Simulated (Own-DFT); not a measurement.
# One host, several defects: wurtzite GaN

No measurement is shown. These are fixed-geometry runs of a retired plane-wave code named Own-DFT, which no person has reviewed; spin and spin-orbit coupling are neglected.

Common settings: PBE; PseudoDojo norm-conserving scalar-relativistic files; cutoff 42 hartree; 4 x 4 x 3 k mesh centred on Gamma; Fermi-Dirac smearing of 0.1 eV.

Caveats (not all hold for every row): not probed for a lower state with spin; forces not confirmed at this smearing and k mesh; stress not checked against mesh or cutoff.

All runs share one cell, with vectors in Å (9.567, 0.000, 0.000); (-4.784, 8.285, 0.000); (0.000, 0.000, 10.370) and a volume of 822.0 Å³. Atoms were moved at random from their sites; u is the rms move along one axis. The defect's site can differ from row to row.

```
               cell  formula   u (Å)  P (GPa)
          no defect  Ga36N36  0.0197     5.91
          no defect  Ga36N36  0.0205     5.88
          no defect  Ga36N36  0.0473     7.34
one Ga on an N site  Ga37N35  0.0293    12.03
one Ga on an N site  Ga37N35  0.0323        ?
one Ga on an N site  Ga37N35  0.0501    13.22
one Ga on an N site  Ga37N35  0.0506    13.79
 one N on a Ga site  Ga35N37  0.0303     5.56
 one N on a Ga site  Ga35N37  0.0319     5.60
 one N on a Ga site  Ga35N37  0.0509     6.45
```

## Worked fit

P = P0 + c u² + a shift for each defect gives P0 = 5.62 GPa, c = 743 ± 94 GPa/Å² and a scatter of 0.23 GPa. The shifts, and each times the cell's volume:

- one Ga on an N site: 5.93 ± 0.21 GPa, 30.4 eV
- one N on a Ga site: -0.87 ± 0.19 GPa, -4.5 eV

Positive is outwards. The product with the volume (160.2 GPa Å³ to the eV) is nearly free of the cell's size; divided by the bulk modulus at the cell's pressure it gives the volume that the defect adds. The atoms around the defects weren't relaxed, which would change these numbers.

## Check

The question: what pressure belongs in the blank (one Ga on an N site, u = 0.0323 Å)?

The fit gives 12.32 ± 0.28 GPa. The calculation gave 12.20 GPa.
